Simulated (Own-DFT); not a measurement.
# Which defects push the lattice out? zincblende GaAs

Calculated, not measured: single-point runs of Own-DFT, a retired in-house plane-wave DFT program that no person has reviewed, on unrelaxed cells, without spin or spin-orbit coupling.

Method: PBE; PseudoDojo norm-conserving scalar-relativistic files; cutoff 42 hartree; 3 x 3 x 3 k mesh centred on Gamma; Fermi-Dirac smearing of 0.1 eV.

Known weak points (not all hold for every row): not probed for a lower state with spin; forces on such cells failed a check on a denser k mesh; forces not confirmed at this smearing and k mesh; forces on such cells passed a denser k mesh, each cell not checked; stress not checked against mesh or cutoff.

All runs share one cell, with vectors in Å (11.307, 0.000, 0.000); (0.000, 11.307, 0.000); (0.000, 0.000, 11.307) and a volume of 1445.4 Å³. Atoms were moved at random from their sites; u is the rms move along one axis. The defect's site can differ from row to row.

```
                                        cell     formula   u (Å)  P (GPa)
                                   no defect    As32Ga32  0.0196     3.53
                                   no defect    As32Ga32  0.0470     3.81
                                   no defect    As32Ga32  0.0482     3.93
                            two As vacancies    As30Ga32  0.0311     3.12
                            two As vacancies    As30Ga32  0.0321     3.19
                            two As vacancies    As30Ga32  0.0439     3.53
                            two As vacancies    As30Ga32  0.0497        ?
                            two Ga vacancies    As32Ga30  0.0290     2.94
                            two Ga vacancies    As32Ga30  0.0294     2.89
                            two Ga vacancies    As32Ga30  0.0327     3.00
                         one In on a Ga site  As32Ga31In  0.0290     4.31
                         one In on a Ga site  As32Ga31In  0.0314     4.31
                         one In on a Ga site  As32Ga31In  0.0516     4.63
one As on a Ga site and one Ga on an As site    As32Ga32  0.0283     3.89
one As on a Ga site and one Ga on an As site    As32Ga32  0.0342     3.98
one As on a Ga site and one Ga on an As site    As32Ga32  0.0485     4.34
```

## Worked fit

P = P0 + c u² + a shift for each defect gives P0 = 3.39 GPa, c = 228 ± 27 GPa/Å² and a scatter of 0.07 GPa. The shifts, and each times the cell's volume:

- one In on a Ga site: 0.69 ± 0.06 GPa, 6.2 eV
- one As on a Ga site and one Ga on an As site: 0.36 ± 0.06 GPa, 3.2 eV
- two As vacancies: -0.40 ± 0.06 GPa, -3.7 eV (-1.8 eV for each of its 2 sites)
- two Ga vacancies: -0.65 ± 0.06 GPa, -5.9 eV (-2.9 eV for each of its 2 sites)

A positive shift means that the defect pushes the cell outwards. Shift times volume (160.2 GPa Å³ is 1 eV) depends little on the cell's size, so, taken for each site, it can be compared between cells at like pressure. The atoms around the defects weren't relaxed, which would change these numbers.

## Withheld run

Asked: what pressure belongs in the blank (two As vacancies, u = 0.0497 Å)?

The fit gives 3.55 ± 0.08 GPa. Computed: 3.58 GPa.
